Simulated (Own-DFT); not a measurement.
Simulation results for Hf$_{16}$O$_{31}$ (monoclinic hafnia with two neutral oxygen vacancies, atoms displaced)

Computed with Own-DFT development build. A calculation, not a measurement: plane-wave PBE and HSE06 DFT by an unreviewed code, no spin, of a simulated cell at Gamma alone, so results move with cell size and shape, stress positive in tension, energies less offsets, not probed for a lower state with spin; hafnium file: forces about 75 meV/angstrom off all-electron values; oxygen file: force components 24 meV/angstrom off all-electron in a glass; k mesh not checked against a denser one; forces and stress are PBE's, HSE06 gives the energy alone, and its difference from PBE has offsets of its own; offsets are fitted by least squares, one for each functional and potential file, so energies compare only between cells with the same atoms and settings and are not formation energies; the far tail of each file's local potential was reset to the Coulomb form; each entry is a single point on an unrelaxed cell, so the pressure reflects the starting lattice, mostly measured values, from which strain is counted, and rises with the displacements; printed positions are rounded, which can move forces by about a meV/angstrom; the program is a retired in-house code; no spin-orbit coupling.

Settings shared by all entries: first functional PBE; second functional HSE06; exact exchange share 0.25; screening 0.11 1/bohr; exchange divergence Gygi-Baldereschi; potential files PseudoDojo norm-conserving, scalar-relativistic, made for PBE, standard set; wave cutoff 48 hartree; occupations fixed; k mesh 1 x 1 x 1 centred on Gamma.

(1) Hf$_{16}$O$_{31}$ (monoclinic hafnia with two neutral oxygen vacancies, atoms displaced)

```cif
# cell vector a (Å): 10.2340 0.0000 0.0000
# cell vector b (Å): 0.0000 10.3500 0.0000
# cell vector c (Å): -1.6955 0.0000 10.4453
data_Hf16O31
_symmetry_space_group_name_H-M 'P 1'
_symmetry_Int_Tables_number 1
_cell_length_a 10.2340
_cell_length_b 10.3500
_cell_length_c 10.5820
_cell_angle_alpha 90.000
_cell_angle_beta 99.220
_cell_angle_gamma 90.000
_cell_volume 1106.39
loop_
_atom_site_label
_atom_site_type_symbol
_atom_site_fract_x
_atom_site_fract_y
_atom_site_fract_z
_atom_site_occupancy
Hf1 Hf 0.13770 0.02541 0.11219 1
Hf2 Hf 0.36383 0.26125 0.15103 1
Hf3 Hf 0.34745 0.47825 0.38718 1
Hf4 Hf 0.13112 0.24079 0.35928 1
O1 O 0.03730 0.16892 0.17274 1
O2 O 0.45907 0.39970 0.07654 1
O3 O 0.46501 0.32029 0.32375 1
O4 O 0.02972 0.08911 0.42746 1
O5 O 0.23846 0.37556 0.24336 1
O6 O 0.28099 0.14013 0.00698 1
O7 O 0.27852 0.12526 0.25801 1
O8 O 0.23689 0.36435 0.49870 1
Hf5 Hf 0.14581 0.01416 0.60611 1
Hf6 Hf 0.35845 0.26593 0.64864 1
Hf7 Hf 0.36951 0.49300 0.89203 1
Hf8 Hf 0.12869 0.23641 0.84690 1
O9 O 0.03786 0.16605 0.67352 1
O10 O 0.45962 0.41139 0.56939 1
O11 O 0.46286 0.33054 0.82879 1
O12 O 0.04143 0.07652 0.91297 1
O13 O 0.21737 0.37336 0.73381 1
O14 O 0.26533 0.13720 0.50640 1
O15 O 0.27167 0.11265 0.75453 1
O16 O 0.22870 0.37113 0.99601 1
Hf9 Hf 0.13844 0.53187 0.10889 1
Hf10 Hf 0.35725 0.76276 0.14055 1
Hf11 Hf 0.36176 0.98639 0.39939 1
Hf12 Hf 0.11706 0.72856 0.34945 1
O17 O 0.04808 0.66947 0.17735 1
O18 O 0.46449 0.91899 0.07488 1
O19 O 0.46630 0.83277 0.32949 1
O20 O 0.04135 0.59366 0.41953 1
O21 O 0.21724 0.88666 0.22279 1
O22 O 0.28461 0.63885 0.01530 1
O23 O 0.27819 0.61812 0.26875 1
O24 O 0.22386 0.86913 0.49756 1
Hf13 Hf 0.12460 0.52029 0.59956 1
Hf14 Hf 0.35931 0.78033 0.63983 1
Hf15 Hf 0.36216 0.97302 0.89430 1
Hf16 Hf 0.14008 0.75210 0.84516 1
O25 O 0.04971 0.66746 0.67066 1
O26 O 0.47185 0.93531 0.57313 1
O27 O 0.47653 0.81992 0.83499 1
O28 O 0.03435 0.57956 0.92112 1
O29 O 0.21462 0.87629 0.74121 1
O30 O 0.28266 0.64092 0.50601 1
O31 O 0.28085 0.62319 0.75414 1
O32 O 0.22579 0.87263 0.98686 1
Hf17 Hf 0.64293 0.01164 0.10959 1
Hf18 Hf 0.84878 0.26198 0.15746 1
Hf19 Hf 0.85220 0.47329 0.39715 1
Hf20 Hf 0.63010 0.23867 0.34241 1
O33 O 0.52503 0.16300 0.16701 1
O34 O 0.95922 0.42604 0.06189 1
O35 O 0.96342 0.33318 0.31995 1
O36 O 0.55588 0.07795 0.42709 1
O37 O 0.77911 0.12420 0.01302 1
O38 O 0.78368 0.10189 0.27408 1
Hf21 Hf 0.63928 0.01765 0.59615 1
Hf22 Hf 0.87067 0.27052 0.64958 1
Hf23 Hf 0.85914 0.48983 0.89734 1
Hf24 Hf 0.63638 0.22454 0.85255 1
O39 O 0.51864 0.16827 0.67947 1
O40 O 0.97222 0.40432 0.57245 1
O41 O 0.94513 0.32527 0.81484 1
O42 O 0.53320 0.07799 0.93801 1
O43 O 0.72015 0.38449 0.73354 1
O44 O 0.78549 0.12427 0.50540 1
O45 O 0.77744 0.12321 0.76555 1
O46 O 0.72528 0.37588 0.99118 1
Hf25 Hf 0.62707 0.52198 0.09896 1
Hf26 Hf 0.86021 0.77410 0.15796 1
Hf27 Hf 0.87058 0.96721 0.38945 1
Hf28 Hf 0.62959 0.72252 0.33486 1
O47 O 0.53505 0.66552 0.17698 1
O48 O 0.95725 0.92681 0.06486 1
O49 O 0.96022 0.84583 0.31661 1
O50 O 0.54870 0.57770 0.43226 1
O51 O 0.73219 0.87845 0.23694 1
O52 O 0.77636 0.63829 0.01343 1
O53 O 0.77660 0.62044 0.25934 1
O54 O 0.71873 0.87532 0.49413 1
Hf29 Hf 0.63734 0.52346 0.60815 1
Hf30 Hf 0.85769 0.77030 0.63725 1
Hf31 Hf 0.87194 0.97373 0.89091 1
Hf32 Hf 0.63680 0.75757 0.84714 1
O55 O 0.54794 0.66534 0.66844 1
O56 O 0.94803 0.91071 0.57436 1
O57 O 0.95876 0.83645 0.83204 1
O58 O 0.52641 0.59527 0.92655 1
O59 O 0.72446 0.87592 0.72522 1
O60 O 0.75989 0.62877 0.50112 1
O61 O 0.78019 0.62361 0.76046 1
O62 O 0.73228 0.87764 0.99382 1
```

- PBE energy of cell above offsets: -76.334 eV
- HSE06 less PBE above offsets: 1.113 eV
- PBE pressure: 9.79 GPa
- PBE stress xx: -10.67 GPa
- PBE stress yy: -8.71 GPa
- PBE stress zz: -9.98 GPa
- PBE stress yz: -1.09 GPa
- PBE stress xz: -1.43 GPa
- PBE stress xy: 2.47 GPa

Force:
```
element  x (eV/Å)  y (eV/Å)  z (eV/Å)
     Hf    -0.011      1.57    -3.342
     Hf    -2.179      0.99    -3.156
     Hf     3.638    -0.748     4.074
     Hf     1.299    -2.248    -0.585
      O    -0.998     0.699     0.608
      O     3.044     3.516    -0.278
      O    -0.819     2.273     1.722
      O     0.935    -0.541    -0.142
      O    -2.726     0.997     0.134
      O    -0.855    -2.422    -0.657
      O    -0.618    -1.134      1.79
      O    -2.317     1.751    -2.385
     Hf    -2.714     3.249    -1.132
     Hf     0.149     2.215     0.251
     Hf    -2.279     -3.76    -0.097
     Hf     1.238    -0.039     2.219
      O     0.499    -0.976    -0.789
      O     0.967     0.397     0.438
      O    -0.279     1.218     0.437
      O     0.383     0.412     0.377
      O    -0.412     0.988     0.399
      O     0.645     -2.18      0.06
      O     0.331    -0.706     0.455
      O    -0.989     1.232    -1.017
     Hf     0.551    -4.771    -3.634
     Hf     0.325     3.914     2.142
     Hf     1.418     0.191    -1.659
     Hf     6.036     2.299     1.304
      O    -2.844     1.746    -0.623
      O    -0.671     -1.95     0.742
      O    -1.199      0.73    -0.277
      O    -2.867    -3.262     1.149
      O     0.747    -1.974     2.586
      O     -1.11    -1.899    -1.514
      O    -0.437     1.812    -1.843
      O     0.065     1.268    -0.944
     Hf      3.66    -0.539      1.19
     Hf     1.683    -3.755    -0.506
     Hf     0.464     3.183     2.023
     Hf    -2.317    -5.026      2.17
      O    -2.456     1.566    -0.215
      O     -4.26    -3.071     1.008
      O    -7.365     4.001    -1.586
      O     1.945     1.933    -0.141
      O     2.263     0.815    -1.111
      O    -0.405    -0.615     0.241
      O     0.137     0.841     0.403
      O     0.204     0.296    -0.136
     Hf    -0.635     2.207    -1.349
     Hf     1.809     0.362    -3.056
     Hf    -0.366     0.284    -0.365
     Hf     1.813    -2.507     2.119
      O     3.671    -1.472      1.07
      O     0.774    -1.193     3.431
      O    -1.259     1.846     0.799
      O    -2.712     0.713    -2.646
      O    -0.838     0.977     0.882
      O    -0.989     3.078    -3.329
     Hf     3.683     3.192     1.378
     Hf    -3.378    -2.463    -3.273
     Hf    -0.402    -0.696    -0.557
     Hf    -0.242     0.464     0.418
      O     3.006    -2.181    -0.004
      O    -0.421     1.214    -1.313
      O     2.168     1.391     3.578
      O     0.537     0.461    -2.059
      O     -0.28    -1.082     0.275
      O    -0.631     1.568      1.47
      O    -0.754    -0.443    -0.699
      O    -1.133    -0.564     0.716
     Hf     1.401    -1.686    -1.184
     Hf     0.149    -1.273    -6.202
     Hf    -4.992     5.899     5.201
     Hf    -0.137     1.066     6.342
      O    -1.426     -0.77    -2.583
      O     1.107    -1.507     3.289
      O     4.549    -3.709    -0.527
      O    -2.349    -0.113    -3.478
      O    -1.484    -1.505      0.76
      O     -0.63    -0.266     0.138
      O     0.554    -0.892    -0.353
      O     0.598    -1.623    -1.934
     Hf     -0.29    -1.944    -0.518
     Hf    -1.855     -2.25     0.454
     Hf    -2.376     4.619     0.629
     Hf     6.758    -5.506      1.02
      O     -3.04     3.094     0.843
      O     3.776     1.295     0.383
      O     2.863    -3.598    -2.285
      O     1.775     0.367      0.59
      O     -0.41     0.095     1.835
      O     3.312      0.23     0.779
      O     0.401     0.817    -0.352
      O    -1.177    -0.476     -0.49
```

(2) Hf$_{16}$O$_{31}$ (monoclinic hafnia with two neutral oxygen vacancies, atoms displaced)

```cif
# cell vector a (Å): 10.2340 0.0000 0.0000
# cell vector b (Å): 0.0000 10.3500 0.0000
# cell vector c (Å): -1.6955 0.0000 10.4453
data_Hf16O31
_symmetry_space_group_name_H-M 'P 1'
_symmetry_Int_Tables_number 1
_cell_length_a 10.2340
_cell_length_b 10.3500
_cell_length_c 10.5820
_cell_angle_alpha 90.000
_cell_angle_beta 99.220
_cell_angle_gamma 90.000
_cell_volume 1106.39
loop_
_atom_site_label
_atom_site_type_symbol
_atom_site_fract_x
_atom_site_fract_y
_atom_site_fract_z
_atom_site_occupancy
Hf1 Hf 0.13633 0.01662 0.10202 1
Hf2 Hf 0.36704 0.27584 0.15163 1
Hf3 Hf 0.35774 0.48716 0.39503 1
Hf4 Hf 0.14149 0.23364 0.35253 1
O1 O 0.04220 0.16653 0.17136 1
O2 O 0.46280 0.41702 0.07517 1
O3 O 0.46500 0.34046 0.32802 1
O4 O 0.04304 0.08587 0.42689 1
O5 O 0.22388 0.38328 0.24026 1
O6 O 0.28180 0.12760 0.01014 1
O7 O 0.28391 0.11921 0.26275 1
O8 O 0.22834 0.37123 0.49343 1
Hf5 Hf 0.13934 0.01874 0.59853 1
Hf6 Hf 0.36684 0.26664 0.64533 1
Hf7 Hf 0.36257 0.47882 0.89159 1
Hf8 Hf 0.13632 0.22679 0.85423 1
O9 O 0.03659 0.16489 0.67138 1
O10 O 0.46374 0.42043 0.57780 1
O11 O 0.46145 0.33699 0.82370 1
O12 O 0.03466 0.08243 0.92814 1
O13 O 0.22754 0.37778 0.74588 1
O14 O 0.27807 0.13015 0.51007 1
O15 O 0.27199 0.12520 0.76180 1
O16 O 0.22247 0.37189 0.98496 1
Hf9 Hf 0.13826 0.52124 0.10481 1
Hf10 Hf 0.36439 0.77342 0.14690 1
Hf11 Hf 0.36109 0.97873 0.39603 1
Hf12 Hf 0.13610 0.72819 0.35530 1
O17 O 0.04132 0.66206 0.17222 1
O18 O 0.46327 0.91111 0.07167 1
O19 O 0.45783 0.83336 0.32610 1
O20 O 0.03519 0.57965 0.41916 1
O21 O 0.22516 0.87726 0.24113 1
O22 O 0.27448 0.62749 0.01633 1
O23 O 0.27571 0.61986 0.26263 1
O24 O 0.22925 0.86801 0.48852 1
Hf13 Hf 0.13388 0.52082 0.60423 1
Hf14 Hf 0.36027 0.77265 0.64499 1
Hf15 Hf 0.36063 0.98053 0.89825 1
Hf16 Hf 0.13594 0.72664 0.85308 1
O25 O 0.03449 0.65783 0.67277 1
O26 O 0.46725 0.92171 0.57705 1
O27 O 0.46967 0.83324 0.82800 1
O28 O 0.03810 0.58313 0.92625 1
O29 O 0.22859 0.87738 0.73837 1
O30 O 0.28001 0.62755 0.50696 1
O31 O 0.27182 0.62356 0.75312 1
O32 O 0.22907 0.87437 0.99292 1
Hf17 Hf 0.63668 0.01788 0.10365 1
Hf18 Hf 0.86791 0.27281 0.14682 1
Hf19 Hf 0.86046 0.48330 0.39303 1
Hf20 Hf 0.64186 0.23484 0.35889 1
O33 O 0.96331 0.41573 0.07879 1
O34 O 0.96164 0.33672 0.32446 1
O35 O 0.72822 0.37927 0.24253 1
O36 O 0.77284 0.12864 0.00967 1
O37 O 0.78127 0.12009 0.25937 1
O38 O 0.72315 0.37243 0.49226 1
Hf21 Hf 0.63182 0.01980 0.59951 1
Hf22 Hf 0.86109 0.27060 0.65070 1
Hf23 Hf 0.86575 0.47729 0.89628 1
Hf24 Hf 0.63612 0.22877 0.85311 1
O39 O 0.53502 0.16752 0.67217 1
O40 O 0.96022 0.41032 0.57374 1
O41 O 0.96046 0.33763 0.82720 1
O42 O 0.54004 0.08816 0.92655 1
O43 O 0.72187 0.37828 0.73955 1
O44 O 0.77138 0.12494 0.51084 1
O45 O 0.77277 0.12379 0.75906 1
O46 O 0.72260 0.36711 0.99294 1
Hf25 Hf 0.63836 0.51300 0.10344 1
Hf26 Hf 0.86478 0.76754 0.15093 1
Hf27 Hf 0.85631 0.98529 0.39711 1
Hf28 Hf 0.64130 0.72900 0.35847 1
O47 O 0.54011 0.66537 0.17429 1
O48 O 0.96344 0.91792 0.07555 1
O49 O 0.96882 0.83524 0.32161 1
O50 O 0.53546 0.58407 0.42020 1
O51 O 0.72578 0.87729 0.23623 1
O52 O 0.77685 0.62786 0.01201 1
O53 O 0.77548 0.62291 0.26126 1
O54 O 0.72872 0.86781 0.48983 1
Hf29 Hf 0.63998 0.52422 0.60275 1
Hf30 Hf 0.86272 0.76776 0.64889 1
Hf31 Hf 0.86409 0.98279 0.89033 1
Hf32 Hf 0.63543 0.73096 0.85662 1
O55 O 0.54203 0.67017 0.67801 1
O56 O 0.96677 0.91664 0.57388 1
O57 O 0.96355 0.83550 0.82912 1
O58 O 0.53850 0.58374 0.92173 1
O59 O 0.72865 0.88190 0.74136 1
O60 O 0.77329 0.62999 0.50750 1
O61 O 0.76886 0.62072 0.75670 1
O62 O 0.72009 0.86902 0.98815 1
```

- PBE energy of cell above offsets: -90.988 eV
- HSE06 less PBE above offsets: 0.358 eV
- PBE pressure: 4.1 GPa
- PBE stress xx: -4.26 GPa
- PBE stress yy: -3.83 GPa
- PBE stress zz: -4.19 GPa
- PBE stress yz: -0.01 GPa
- PBE stress xz: -0.38 GPa
- PBE stress xy: 0.14 GPa

Force:
```
element  x (eV/Å)  y (eV/Å)  z (eV/Å)
     Hf     0.522     0.203     0.963
     Hf    -0.233      -1.2    -0.482
     Hf     0.667    -1.045     0.701
     Hf    -0.056    -0.417     0.349
      O    -0.428     0.533     0.319
      O     0.195    -0.127     0.029
      O     0.838    -0.961    -0.055
      O    -1.092    -0.091    -1.008
      O     0.013    -0.612     0.136
      O    -0.301     0.282     0.286
      O    -0.441     0.565    -0.058
      O    -0.595    -0.091    -0.571
     Hf    -0.215     0.722     0.873
     Hf    -1.046     1.683    -0.357
     Hf    -0.422     0.217     0.412
     Hf     0.856     0.578      0.19
      O    -0.686     0.178     0.378
      O      0.37    -0.041     0.214
      O     1.106    -0.709     0.399
      O     0.392     0.664    -0.968
      O    -0.765     0.523    -1.148
      O     0.244    -0.409     -0.05
      O     0.579    -0.796    -0.119
      O      -0.1    -0.175     0.456
     Hf     0.955    -0.573     0.016
     Hf    -0.065    -1.203     0.205
     Hf     0.341     0.663    -0.744
     Hf     0.878     0.184    -0.674
      O     -1.25     1.008     0.349
      O     1.101     0.933     0.413
      O     1.386    -0.244     0.617
      O     0.085     0.231     0.462
      O     -0.49     0.098    -0.355
      O     0.366     0.478     -0.91
      O     0.015     0.616     -0.38
      O    -0.397     0.178     0.356
     Hf     1.311    -1.963     -0.42
     Hf     1.212    -0.703     0.344
     Hf     0.552     0.204    -0.561
     Hf     0.569     0.433     0.771
      O    -1.231     1.314     0.482
      O      -0.8    -0.578    -0.175
      O    -1.319     0.936    -0.268
      O    -0.504     0.144    -0.842
      O    -0.477     0.202     0.186
      O    -0.829     0.537     0.805
      O     0.258    -0.135     0.782
      O    -0.765     -0.74    -0.954
     Hf     0.475     0.625     0.288
     Hf    -1.027    -1.255    -0.372
     Hf    -0.201    -0.923     0.417
     Hf    -0.297    -0.565    -0.885
      O     0.539     0.511    -0.472
      O      1.05    -0.498     0.377
      O    -0.464    -0.097    -0.061
      O     0.625    -0.097     0.201
      O    -0.934     0.474     0.215
      O     0.032    -0.006    -0.199
     Hf     1.154     0.159     0.982
     Hf    -0.149    -0.207    -0.781
     Hf    -1.801      1.15     0.359
     Hf     0.491     0.645     0.675
      O     0.404    -0.587    -0.347
      O     0.916     0.864      0.24
      O     1.218    -1.167    -0.165
      O    -1.554    -0.949    -0.048
      O     0.081     0.263     0.048
      O    -0.033     0.649    -0.295
      O     0.365    -0.037     0.158
      O     0.333     0.381    -0.396
     Hf     0.001     1.525    -0.188
     Hf     -0.26     0.492    -1.588
     Hf     1.081    -0.834    -0.473
     Hf    -0.927     0.049    -1.444
      O    -0.492     0.115     -0.11
      O    -0.148    -0.477     0.118
      O    -0.409      0.44     0.903
      O     0.091     0.258     0.251
      O    -0.178     0.106      0.72
      O     0.284    -0.364     0.169
      O     0.409    -0.186     0.236
      O    -0.295     0.367     0.163
     Hf    -1.247    -0.794     0.468
     Hf    -0.581      0.89    -0.299
     Hf    -1.718    -0.283     1.337
     Hf     1.028    -0.367     0.281
      O    -1.306     0.233    -1.405
      O    -0.138    -0.634     0.398
      O     1.261     -1.06    -0.524
      O    -0.811    -0.687     0.214
      O    -0.042    -0.142    -0.804
      O     0.703    -0.002     0.401
      O     1.566    -0.125     0.496
      O     0.602     0.654     0.342
```
